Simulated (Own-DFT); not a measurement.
# Point defects and the pressure they add: monoclinic HfO2

Everything here is calculated. The program is Own-DFT (plane waves, in-house, since retired, never reviewed by a person); positions were held fixed, and spin and spin-orbit coupling were off.

All runs used: PBE; PseudoDojo norm-conserving scalar-relativistic files; cutoff 72 hartree; 2 x 2 x 2 k mesh centred on Gamma; Fermi-Dirac smearing of 0.1 eV.

Limits (not all hold for every row): not probed for a lower state with spin; hafnium file: forces about 75 meV/angstrom off all-electron values; oxygen file: force components 24 meV/angstrom off all-electron in a glass; forces on such cells passed a denser k mesh, each cell not checked; stress not checked against mesh or cutoff.

All runs share one cell, with vectors in Å (10.234, 0.000, 0.000); (0.000, 10.350, 0.000); (-1.696, 0.000, 10.445) and a volume of 1106.4 Å³. The atoms are randomly displaced, by u rms on each axis. The defect's site can differ from row to row.

```
                                      cell     formula   u (Å)  P (GPa)
                                 no defect     Hf32O64  0.0195     3.84
                                 no defect     Hf32O64  0.0200     3.88
                                 no defect     Hf32O64  0.0469     5.51
                           two O vacancies     Hf32O62  0.0291     3.21
                           two O vacancies     Hf32O62  0.0303     3.62
                           two O vacancies     Hf32O62  0.0511        ?
                           two O vacancies     Hf32O62  0.0511     4.82
two Al on a Hf site each and one O vacancy  Al2Hf30O63  0.0304     2.26
two Al on a Hf site each and one O vacancy  Al2Hf30O63  0.0308     2.27
two Al on a Hf site each and one O vacancy  Al2Hf30O63  0.0495     3.12
                       one Si on a Hf site   Hf31O64Si  0.0294     2.49
                       one Si on a Hf site   Hf31O64Si  0.0489     4.41
                       one Si on a Hf site   Hf31O64Si  0.0521     4.27
                             one O vacancy     Hf32O63  0.0295     3.84
                             one O vacancy     Hf32O63  0.0482     5.21
                             one O vacancy     Hf32O63  0.0503     5.54
```

## What the rows give

P = P0 + c u² + a shift for each defect gives P0 = 3.54 GPa, c = 881 ± 73 GPa/Å² and a scatter of 0.22 GPa. The shifts, and each times the cell's volume:

- one O vacancy: -0.36 ± 0.19 GPa, -2.5 eV (not resolved)
- two O vacancies: -0.94 ± 0.18 GPa, -6.5 eV (-3.2 eV for each of its 2 sites)
- one Si on a Hf site: -1.56 ± 0.19 GPa, -10.8 eV
- two Al on a Hf site each and one O vacancy: -2.25 ± 0.18 GPa, -15.6 eV

Positive is outwards. The product with the volume (160.2 GPa Å³ to the eV) is nearly free of the cell's size; divided by the bulk modulus at the cell's pressure it gives the volume that the defect adds. The atoms around the defects weren't relaxed, which would change these numbers.

## Withheld run

Q: what pressure belongs in the blank (two O vacancies, u = 0.0511 Å)?

The fitted form gives 4.90 ± 0.27 GPa. The hidden result is 5.16 GPa.
